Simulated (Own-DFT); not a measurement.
# Response to strain: wurtzite GaN, 72 atoms (Ga36N36)

Calculated, not measured: single-point runs of Own-DFT, a retired in-house plane-wave DFT program that no person has reviewed, on unrelaxed cells, without spin or spin-orbit coupling.

Settings: PBE; PseudoDojo norm-conserving scalar-relativistic files; cutoff 42 hartree; 4 x 4 x 3 k mesh centred on Gamma; Fermi-Dirac smearing of 0.1 eV.

Known weak points: forces not confirmed at this smearing and k mesh; stress not checked against mesh or cutoff.

Unstrained cell vectors in Å: (9.567, 0.000, 0.000); (-4.784, 8.285, 0.000); (0.000, 0.000, 10.370). The unstrained cell has measured lattice constants (interpolated for alloys), not those of this functional. That, the random moves and any unrelaxed bonds set the pressure at no strain. The cell is deformed uniformly in each run, and the atoms keep their fractional places. Each coordinate of each atom was shifted by a normal deviate of width 0.05 Å. Strain is the symmetric tensor, in per cent. Stress is positive in tension, and the pressure is minus a third of its trace.

```
run,e_xx (%),e_yy (%),e_zz (%),e_yz (%),e_xz (%),e_xy (%),s_xx (GPa),s_yy (GPa),s_zz (GPa),s_yz (GPa),s_xz (GPa),s_xy (GPa),P (GPa),E (meV/atom)
1,0.15,-0.15,1.51,0.87,-1.32,0.59,-5.86,-6.39,-1.77,2.29,-2.40,1.23,4.67,0.0
2,-1.22,-1.59,-0.08,1.06,1.82,-0.84,-15.96,-15.37,-10.66,1.94,3.94,-2.89,14.00,31.4
3,1.63,1.32,-0.93,-0.38,-1.71,1.95,-1.57,-1.70,-9.79,-0.60,-4.01,5.20,4.35,22.7
4,-1.97,-1.35,-0.68,-0.72,-0.30,-1.17,-19.01,-17.57,-14.00,-2.61,-0.54,-4.37,16.86,50.2
5,-1.30,-0.79,1.13,-0.62,-1.33,1.94,-13.88,-12.85,-4.25,-1.56,-3.74,6.49,10.33,26.7
6,0.54,1.83,1.39,1.68,-2.00,1.88,-3.11,-0.91,-0.29,3.74,-4.39,5.61,1.44,17.0
7,0.19,-0.75,-1.71,1.40,0.43,1.86,-9.12,-11.85,-17.64,3.40,1.05,5.52,12.87,34.0
8,0.77,-0.68,1.31,-1.61,-1.84,-1.80,-4.55,-9.94,-1.82,-2.87,-3.03,-6.09,5.43,15.4
9,1.91,1.48,0.89,-1.05,0.72,-0.69,0.03,0.81,-1.13,-2.41,1.71,-1.28,0.10,6.5
10,-0.08,-0.84,-0.03,1.35,-0.75,0.49,-11.36,-9.91,-7.99,2.45,-1.50,2.00,9.75,21.9
11,-1.50,0.32,-1.95,1.31,-0.75,0.18,-14.48,-10.55,-18.14,3.87,-2.01,0.51,14.39,34.6
12,0.23,-1.32,-0.30,-1.03,-0.73,0.92,-7.97,-11.71,-12.36,-3.59,-1.50,2.28,10.68,23.8
13,0.52,0.55,1.14,-0.12,0.74,-0.18,-4.41,-4.47,-1.68,-0.26,1.23,-0.19,3.52,0.2
14,0.57,-1.19,-1.37,0.61,0.22,1.44,-8.43,-12.01,-16.01,1.68,1.09,5.29,12.15,30.9
15,0.25,-0.04,1.35,-0.87,1.00,1.05,?,?,?,?,?,?,?,?
```

The last column gives the free energy per atom over the lowest of the runs shown.

## What the rows give

Regress every stress component on the fractional strains (shears doubled) of the visible runs, with a constant. Shear strains stay in the fit of a normal stress only where such slopes are resolved. The slopes, in GPa:

```
stress  at no strain  per e_xx  per e_yy  per e_zz  scatter
  s_xx          -8.4  396 ± 31  109 ± 32   70 ± 25     1.04
  s_yy          -8.2  179 ± 27  331 ± 27   58 ± 21     0.90
  s_zz          -8.3   56 ± 24  105 ± 24  480 ± 19     0.79
```

The slope of each shear stress on twice its own strain, from a fit on all six strains: yz 122 ± 11, xz 99 ± 4, xy 162 ± 10 GPa. These are stiffnesses along x, y and z of the frame in which the cell vectors are given, with the crystal's c axis along z: C11, C12, C13 and C33. Hexagonal symmetry asks that xx and yy behave alike, which is a second check on the noise. No internal relaxation is included, and where it is allowed it would reduce some of the slopes. Slopes across the diagonal should nearly agree, so their difference gauges the noise. A ninth of the table's sum, 198 ± 4 GPa, estimates the bulk modulus near the mean pressure of these runs, 8.6 GPa, so it lies above the value at zero pressure.

## Check

The question: what normal stresses and pressure should run 15 give?

From the fit: s_xx = -6.6, s_yy = -7.1, s_zz = -1.7 and P = 5.1 GPa. The calculation gave -7.10, -6.44, -1.55 and P = 5.03 GPa.
